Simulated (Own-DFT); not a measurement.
# A change of arrangement and its cost: In48P48, 96 atoms

Calculated results; nothing here was measured. The program, named Own-DFT, is a retired in-house plane-wave density functional code that no person has reviewed. Each row is one single-point run on a periodic cell that was not relaxed, without spin or spin-orbit coupling.

Settings of every run: PBE; PseudoDojo norm-conserving scalar-relativistic files; cutoff 36 hartree; 2 x 3 x 3 k mesh centred on Gamma; Fermi-Dirac smearing of 0.1 eV.

Known limits, some of them of some rows only: not probed for a lower state with spin; forces on such cells failed a check on a denser k mesh; forces not confirmed at this smearing and k mesh; stress not checked against mesh or cutoff.

All cells hold the same atoms in the same cell, with vectors in Å (17.606, 0.000, 0.000); (0.000, 11.737, 0.000); (0.000, 0.000, 11.737). Every atom was moved at random from its ideal site; u is the rms move along one axis. The defect's site can differ from row to row. E is the free energy of the cell above the lowest run. The arrangements:

- A: zincblende InP
- B: zincblende InP, with one In on a P site and one P on an In site, 2.5 Å apart

```
arrangement,u (Å),E (eV),P (GPa)
A,0.0195,0.000,3.19
A,0.0196,0.046,3.21
A,0.0208,0.001,3.19
A,0.0483,2.834,3.58
A,0.0494,3.005,3.60
A,0.0521,3.627,3.72
B,0.0302,4.529,3.51
B,0.0307,4.875,3.53
B,0.0315,5.043,3.58
B,0.0463,7.040,3.82
B,0.0516,7.169,3.87
B,0.0542,7.501,3.94
```

Question: once the cost of the random moves is taken out, how do the arrangements rank?

## Worked answer

Fit E = a + b u², with one b for all and one a for each arrangement, and with residuals divided by u², since the noise grows with the moves. Then b = 1493 eV/Å², the scatter at u = 0.04 Å is 0.24 eV, and against A:

- B: 3.97 ± 0.10 eV (higher)

These are energies of unrelaxed cells. Relaxing the atoms lowers the strained arrangements most, so the gaps would shrink and small ones could change sign.
